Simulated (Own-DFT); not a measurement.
Simulation results for GaP (zincblende, atoms displaced)

Computed with Own-DFT development build. A calculation, not a measurement: plane-wave PBE density functional theory by an unreviewed code, no spin, of a simulated periodic cell, stress positive in tension, free energy of the whole cell less one offset for each atom, forces on such cells passed a denser k mesh, this cell's mesh not checked; offsets are fitted by least squares, one for each functional and potential file, so energies compare only between cells with the same atoms and settings and are not formation energies; the far tail of each file's local potential was reset to the Coulomb form; each entry is a single point on an unrelaxed cell, so the pressure reflects the starting lattice, mostly measured values (interpolated for alloys), from which strain is counted, and rises with the displacements; printed positions are rounded, which can move forces by about a meV/angstrom; the program, named Own-DFT, is a retired in-house code; no spin-orbit coupling.

```cif
# cell vector a (Å): 16.3515 0.0000 0.0000
# cell vector b (Å): 0.0000 10.9010 0.0000
# cell vector c (Å): 0.0000 0.0000 10.9010
data_GaP
_symmetry_space_group_name_H-M 'P 1'
_symmetry_Int_Tables_number 1
_cell_length_a 16.3515
_cell_length_b 10.9010
_cell_length_c 10.9010
_cell_angle_alpha 90.000
_cell_angle_beta 90.000
_cell_angle_gamma 90.000
_cell_volume 1943.08
loop_
_atom_site_label
_atom_site_type_symbol
_atom_site_fract_x
_atom_site_fract_y
_atom_site_fract_z
_atom_site_occupancy
Ga1 Ga 0.99819 0.98083 0.99442 1
Ga2 Ga 0.99109 0.25507 0.24804 1
Ga3 Ga 0.17541 0.00928 0.24975 1
Ga4 Ga 0.16532 0.24451 0.98977 1
P1 P 0.08608 0.11925 0.12469 1
P2 P 0.08309 0.38602 0.38689 1
P3 P 0.24746 0.13164 0.38379 1
P4 P 0.24489 0.35910 0.12336 1
Ga5 Ga 0.99341 0.00648 0.51786 1
Ga6 Ga 0.00105 0.25411 0.74956 1
Ga7 Ga 0.17052 0.98371 0.73372 1
Ga8 Ga 0.15932 0.25367 0.50373 1
P5 P 0.08842 0.13286 0.62072 1
P6 P 0.08878 0.38955 0.88612 1
P7 P 0.24554 0.11703 0.85274 1
P8 P 0.25486 0.37046 0.61514 1
Ga9 Ga 0.99700 0.49364 0.98868 1
Ga10 Ga 0.99416 0.75441 0.24734 1
Ga11 Ga 0.16112 0.52759 0.25837 1
Ga12 Ga 0.17194 0.73990 0.00094 1
P9 P 0.08627 0.61779 0.14007 1
P10 P 0.08638 0.87854 0.38374 1
P11 P 0.25599 0.62305 0.38588 1
P12 P 0.24285 0.88024 0.10644 1
Ga13 Ga 0.01245 0.50993 0.50710 1
Ga14 Ga 0.98179 0.74530 0.74393 1
Ga15 Ga 0.17173 0.50558 0.76321 1
Ga16 Ga 0.15498 0.75700 0.48844 1
P13 P 0.07997 0.63123 0.63317 1
P14 P 0.07460 0.87092 0.87152 1
P15 P 0.24439 0.62525 0.88235 1
P16 P 0.24264 0.87766 0.61330 1
Ga17 Ga 0.34238 0.99557 0.99424 1
Ga18 Ga 0.32681 0.25644 0.25973 1
Ga19 Ga 0.51058 0.00003 0.23601 1
Ga20 Ga 0.51307 0.23755 0.00227 1
P17 P 0.41225 0.11933 0.13550 1
P18 P 0.40847 0.39110 0.37623 1
P19 P 0.57430 0.12718 0.36951 1
P20 P 0.57266 0.36584 0.13913 1
Ga21 Ga 0.31968 0.99363 0.51768 1
Ga22 Ga 0.33276 0.24770 0.74803 1
Ga23 Ga 0.50008 0.00966 0.75161 1
Ga24 Ga 0.50605 0.23384 0.50815 1
P21 P 0.41488 0.13173 0.62252 1
P22 P 0.41792 0.37555 0.87596 1
P23 P 0.57803 0.11954 0.86889 1
P24 P 0.58631 0.38352 0.60819 1
Ga25 Ga 0.33095 0.49532 0.99632 1
Ga26 Ga 0.33170 0.76511 0.25067 1
Ga27 Ga 0.49669 0.48008 0.24079 1
Ga28 Ga 0.50355 0.74862 0.00522 1
P25 P 0.41349 0.61676 0.12369 1
P26 P 0.41855 0.85668 0.37183 1
P27 P 0.58457 0.61131 0.37312 1
P28 P 0.58617 0.87170 0.12028 1
Ga29 Ga 0.33226 0.49592 0.49209 1
Ga30 Ga 0.33636 0.74779 0.75205 1
Ga31 Ga 0.49787 0.48488 0.75482 1
Ga32 Ga 0.51141 0.74578 0.49695 1
P29 P 0.41147 0.61449 0.63631 1
P30 P 0.41077 0.87406 0.88104 1
P31 P 0.58823 0.62141 0.88821 1
P32 P 0.58482 0.85485 0.62103 1
Ga33 Ga 0.67003 0.00529 0.00902 1
Ga34 Ga 0.66426 0.25799 0.25890 1
Ga35 Ga 0.84061 0.99560 0.23553 1
Ga36 Ga 0.82787 0.25826 0.98551 1
P33 P 0.75633 0.14201 0.11236 1
P34 P 0.74871 0.36842 0.35866 1
P35 P 0.91632 0.12398 0.37982 1
P36 P 0.91985 0.36443 0.11394 1
Ga37 Ga 0.67356 0.00367 0.51725 1
Ga38 Ga 0.66330 0.25630 0.75065 1
Ga39 Ga 0.84427 0.00405 0.74378 1
Ga40 Ga 0.83569 0.24140 0.49145 1
P37 P 0.75095 0.12565 0.62531 1
P38 P 0.74759 0.37223 0.88698 1
P39 P 0.92812 0.11666 0.86519 1
P40 P 0.91461 0.36608 0.62331 1
Ga41 Ga 0.66401 0.49546 0.01564 1
Ga42 Ga 0.66998 0.75394 0.23750 1
Ga43 Ga 0.83291 0.51835 0.25417 1
Ga44 Ga 0.83205 0.74389 0.00196 1
P41 P 0.75058 0.61842 0.11173 1
P42 P 0.74459 0.87938 0.36147 1
P43 P 0.90915 0.62013 0.37075 1
P44 P 0.91489 0.86800 0.12292 1
Ga45 Ga 0.66764 0.49573 0.49265 1
Ga46 Ga 0.66543 0.74348 0.74619 1
Ga47 Ga 0.83225 0.49424 0.74729 1
Ga48 Ga 0.83030 0.74793 0.50197 1
P45 P 0.75513 0.62676 0.61392 1
P46 P 0.74555 0.88295 0.88919 1
P47 P 0.90700 0.62238 0.86914 1
P48 P 0.92469 0.86561 0.63391 1
_calc_functional 'PBE'
_calc_potential_files 'PseudoDojo norm-conserving, scalar-relativistic, standard set'
_calc_wave_cutoff 42  # hartree
_calc_occupations 'Fermi-Dirac'
_calc_smearing_width 0.1  # eV
_calc_hardware 'one NVIDIA H200'
_calc_k_mesh '2 x 3 x 3 centred on Gamma'
_calc_free_energy_of_cell_above_offsets '-38.137'  # eV
_calc_pressure 5.1  # GPa
_calc_stress_xx -4.89  # GPa
_calc_stress_yy -5.22  # GPa
_calc_stress_zz -5.2  # GPa
_calc_stress_yz -0.58  # GPa
_calc_stress_xz -0.32  # GPa
_calc_stress_xy 0.44  # GPa
_calc_wall_time 972.6  # s
```

Force:
```tsv
element	x (eV/Å)	y (eV/Å)	z (eV/Å)
Ga	0.299	1.751	1.097
Ga	2.092	-0.705	0.744
Ga	-0.785	-0.658	-0.007
Ga	0.196	-0.78	0.314
P	-1.237	0.269	-0.136
P	-0.001	-0.799	-2.067
P	0.331	-0.435	0.159
P	0.007	1.714	-0.039
Ga	1.491	-0.026	-0.972
Ga	1.111	0.27	0.134
Ga	-2.532	1.724	1.949
Ga	1.258	0.838	-0.897
P	-1.414	-1.384	1.638
P	-0.2	-1.699	-1.781
P	0.673	0.119	1.621
P	-1.077	0.537	1.231
Ga	-0.381	1.233	1.458
Ga	1.296	-0.687	1.186
Ga	2.97	-3.593	2.507
Ga	-2.759	0.888	0.723
P	-3.311	2.7	-3.809
P	-2.714	2.378	-2.617
P	-1.666	2.084	-1.293
P	1.463	0.386	1.635
Ga	-2.413	-0.586	-0.153
Ga	3.748	-2.551	3.141
Ga	-0.516	-0.921	-2.247
Ga	2.223	-2.738	1.865
P	1.023	0.593	0.722
P	1.732	-1.673	-1.109
P	2.548	0.061	-0.933
P	0.106	-4.441	1.11
Ga	-2.308	1.907	1.106
Ga	0.64	-0.218	-0.167
Ga	-1.972	-0.668	0.986
Ga	-2.819	0.489	0.383
P	0.668	0.602	-0.725
P	2.206	-3.036	-0.91
P	2.293	-0.783	0.457
P	3.117	-1.057	-2.351
Ga	3.332	2.243	-2.945
Ga	0.068	0.684	0.266
Ga	-1.542	-2.197	-1.334
Ga	-0.987	2.007	-0.656
P	-0.209	-1.556	0.352
P	-0.347	-1.861	0.878
P	2.602	0.492	0.703
P	-0.905	-1.478	2.082
Ga	-0.211	-0.384	0.708
Ga	-1.017	-1.638	-1.32
Ga	-1.988	3.148	1.997
Ga	-1.225	-0.614	-0.427
P	0.234	0.855	0.179
P	1.061	2.506	1.271
P	-0.083	0.715	-1.558
P	0.195	0.534	-0.201
Ga	-0.385	1.059	2.506
Ga	-1.131	0.071	-0.1
Ga	0.952	1.501	-0.583
Ga	-2.325	-1.636	-0.8
P	1.143	0.339	-1.096
P	2.619	-1.099	-1.688
P	-0.603	-0.393	-1.386
P	0.372	3.086	1.181
Ga	-0.468	0.659	-0.263
Ga	-0.875	-1.983	-1.394
Ga	-1.481	1.337	1.146
Ga	3.223	-1.778	0.512
P	-1.186	-1.455	1.999
P	1.963	1.7	2.174
P	0.467	-1.202	-1.311
P	-1.5	1.653	-0.014
Ga	-1.757	-1.392	-2.057
Ga	0.073	-0.084	-0.246
Ga	-1.447	-0.645	0.636
Ga	-1.289	1.166	0.485
P	0.959	0.974	1.09
P	-1.815	1.936	-2.461
P	-1.08	1.023	1.224
P	0.293	0.97	-0.261
Ga	-0.946	-1.036	-0.466
Ga	-0.325	-1.519	0.731
Ga	-1.352	-2.849	-2.249
Ga	-0.43	0.851	-0.834
P	0.136	0.685	1.886
P	1.204	0.508	1.189
P	2.727	1.807	2.235
P	0.265	-0.274	-0.942
Ga	1.597	0.558	-0.723
Ga	0.999	-0.271	1.239
Ga	-0.7	-0.478	-0.414
Ga	0.899	1.561	-1.555
P	-1.521	-1.426	1.646
P	1.353	-0.998	-2.127
P	0.75	-0.365	0.822
P	-3.747	2.879	-3.679
```
